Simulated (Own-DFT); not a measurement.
# How strain changes the stress of wurtzite AlGaN with randomly placed atoms, 128 atoms (Al48Ga16N64)

All numbers below are calculated, not measured. They come from Own-DFT, an in-house plane-wave density functional program, since retired, whose code no person has reviewed. Each row is one single-point run on a periodic cell that was not relaxed, without spin or spin-orbit coupling.

Settings of every run: PBE; PseudoDojo norm-conserving scalar-relativistic files (stringent for Ga); cutoff 96 hartree; 3 x 3 x 3 k mesh centred on Gamma; Gaussian smearing of 0.01 eV.

Known limits: k mesh not checked against a denser one; stress not checked against mesh or cutoff.

Unstrained cell vectors in Å: (12.525, 0.000, 0.000); (-6.262, 10.847, 0.000); (0.000, 0.000, 10.066). The unstrained cell has measured lattice constants (interpolated for alloys), not those of this functional. That, the random moves and any unrelaxed bonds set the pressure at no strain. Each run strains this cell uniformly, with the atoms carried along. Every atom was also moved at random, by a Gaussian of width 0.05 Å on each axis. The random placing of the alloy's atoms differs from row to row. Strain is the symmetric tensor, in per cent. Stress is positive in tension, and the pressure is minus a third of its trace.

```
run,e_xx (%),e_yy (%),e_zz (%),s_xx (GPa),s_yy (GPa),s_zz (GPa),P (GPa),E (meV/atom)
1,-1.25,-1.25,0.00,-15.28,-13.88,-7.66,12.27,35.2
2,-1.50,-1.50,0.00,-15.57,-15.88,-8.42,13.29,28.0
3,-2.00,-2.00,0.00,-18.30,-17.08,-11.52,15.63,33.7
4,0.25,0.25,0.00,-4.36,-4.59,-6.37,5.10,0.0
5,1.75,1.75,0.00,2.88,3.31,-4.52,-0.56,9.6
6,2.75,2.75,0.00,8.00,7.32,-4.38,-3.65,19.0
7,-2.25,-2.25,0.00,-20.27,-21.95,-8.92,17.05,43.4
8,0.50,0.50,0.00,-4.65,-4.30,-3.98,4.31,15.3
9,-0.25,-0.25,0.00,?,?,?,?,?
```

E is the free energy for each atom above the lowest run shown.

## Worked fit

The change of volume is close to e_xx + e_yy + e_zz. A straight line through the runs shown gives P = 7.08 - 210 x (fractional change of volume) GPa, with an error of 7 on the slope and a scatter of 0.68 GPa. The strain isn't the same on all axes and the cell isn't cubic, so the slope belongs to this path and is not the bulk modulus.

## Withheld run

Question: what pressure should run 9 give? Its volume changes by -0.50 %.

The line gives 8.1 GPa. The calculation gave 7.47 GPa.
